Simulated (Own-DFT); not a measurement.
# One host, several defects: C40 NbSi2

Everything here is calculated. The program is Own-DFT (plane waves, in-house, since retired, never reviewed by a person); positions were held fixed, and spin and spin-orbit coupling were off.

Common settings: PBEsol; PseudoDojo norm-conserving scalar-relativistic files, made for PBE; cutoff 42 hartree; 4 x 4 x 5 k mesh centred on Gamma; cold (Marzari-Vanderbilt) smearing of 0.2 eV.

Keep in mind: forces on such cells failed a check on a denser k mesh; stress not checked against mesh or cutoff.

All runs share one cell, with vectors in Å (0.000, 8.324, 0.000); (-9.613, 0.000, 0.000); (0.000, 0.000, 6.586) and a volume of 527.0 Å³. The atoms are randomly displaced, by u rms on each axis. The defect's site can differ from row to row.

| cell | formula | u (Å) | P (GPa) |
|---|---|---|---|
| no defect | Nb12Si24 | 0.0198 | -2.19 |
| no defect | Nb12Si24 | 0.0200 | -2.10 |
| no defect | Nb12Si24 | 0.0508 | -1.03 |
| two Nb on a Si site each | Nb14Si22 | 0.0338 | 4.00 |
| two Nb on a Si site each | Nb14Si22 | 0.0497 | 4.23 |
| two Nb on a Si site each | Nb14Si22 | 0.0505 | 4.27 |
| two Si on a Nb site each | Nb10Si26 | 0.0319 | -1.51 |
| two Si on a Nb site each | Nb10Si26 | 0.0329 | ? |
| two Si on a Nb site each | Nb10Si26 | 0.0521 | -0.40 |
| two Si on a Nb site each | Nb10Si26 | 0.0531 | -0.94 |
| one Si vacancy | Nb12Si23 | 0.0288 | -2.57 |
| one Si vacancy | Nb12Si23 | 0.0307 | -2.54 |
| one Si vacancy | Nb12Si23 | 0.0506 | -1.82 |
| two Nb vacancies | Nb10Si24 | 0.0305 | -3.07 |
| two Nb vacancies | Nb10Si24 | 0.0501 | -2.82 |
| two Nb vacancies | Nb10Si24 | 0.0551 | -1.89 |

## What the rows give

P = P0 + c u² + a shift for each defect gives P0 = -2.27 GPa, c = 441 ± 74 GPa/Å² and a scatter of 0.24 GPa. The shifts, and each times the cell's volume:

- two Nb on a Si site each: 5.53 ± 0.21 GPa, 18.2 eV (9.1 eV for each of its 2 sites)
- two Si on a Nb site each: 0.35 ± 0.21 GPa, 1.2 eV (0.6 eV for each of its 2 sites) (not resolved)
- one Si vacancy: -0.68 ± 0.20 GPa, -2.2 eV
- two Nb vacancies: -1.28 ± 0.21 GPa, -4.2 eV (-2.1 eV for each of its 2 sites)

Positive is outwards. The product with the volume (160.2 GPa Å³ to the eV) is nearly free of the cell's size; divided by the bulk modulus at the cell's pressure it gives the volume that the defect adds. The atoms around the defects weren't relaxed, which would change these numbers.

## Test on the hidden row

Question: what pressure belongs in the blank (two Si on a Nb site each, u = 0.0329 Å)?

From the fit: -1.44 ± 0.29 GPa. Computed: -1.65 GPa.
